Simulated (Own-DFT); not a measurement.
# Biaxial strain at fixed height in wurtzite AlN, 72 atoms (Al36N36)

Everything here is calculated. The program is Own-DFT (plane waves, in-house, since retired, never reviewed by a person); positions were held fixed, and spin and spin-orbit coupling were off.

Method: PBE; PseudoDojo norm-conserving scalar-relativistic files; cutoff 42 hartree; 3 x 3 x 2 k mesh centred on Gamma; Fermi-Dirac smearing of 0.1 eV.

Caveats: forces on such cells moved up to 12 meV/angstrom on a denser k mesh; stress not checked against mesh or cutoff.

Unstrained cell vectors in Å: (9.336, 0.000, 0.000); (-4.668, 8.085, 0.000); (0.000, 0.000, 9.964). The unstrained cell has measured lattice constants (interpolated for alloys), not those of this functional. That, the random moves and any unrelaxed bonds set the pressure at no strain. Each run strains x and y alike by e, as a substrate would, and holds the height along z. Each atom got a random Gaussian move of width 0.05 Å along each axis. Stress is positive in tension.

| e (%) | u (Å) | (s_xx + s_yy)/2 (GPa) | s_zz (GPa) |
|---|---|---|---|
| -2.50 | 0.054 | -22.57 | -10.28 |
| -2.00 | 0.052 | -19.04 | -8.48 |
| -1.25 | 0.048 | -13.19 | -5.95 |
| -1.00 | 0.052 | -12.98 | -5.59 |
| -0.75 | 0.048 | -10.08 | -6.11 |
| -0.25 | 0.052 | -6.89 | -7.15 |
| 1.25 | 0.048 | ? | ? |
| 2.00 | 0.050 | 5.31 | -3.44 |
| 2.25 | 0.045 | 7.23 | -2.92 |
| 2.75 | 0.051 | 8.92 | -3.46 |

## Working it out

With e as a fraction, the in-plane stress is -5.6 + 613 e - 2842 e² GPa (errors 10 and 752, scatter 0.53), and s_zz is -5.8 + 115 e GPa (slope ± 20, scatter 1.10). At e = 0 the first slope is C11 + C12 and the second 2 C13, both with the ions held to the strained lattice and at the cell's own pressure. The term in e² is negative: the layer stiffens under compression and softens under tension. A free layer would change its height as e changes, and the in-plane slope would drop by 2 C13²/C33 to the biaxial modulus. At fixed height, a misfit of 1 % moves the in-plane stress by about 6.1 GPa and s_zz by 1.2 GPa.

## Test on the hidden row

Q: what are the two stresses at e = 1.25 %?

Estimate: 1.6 and -4.4 GPa. DFT gave 0.94 and -2.69 GPa.
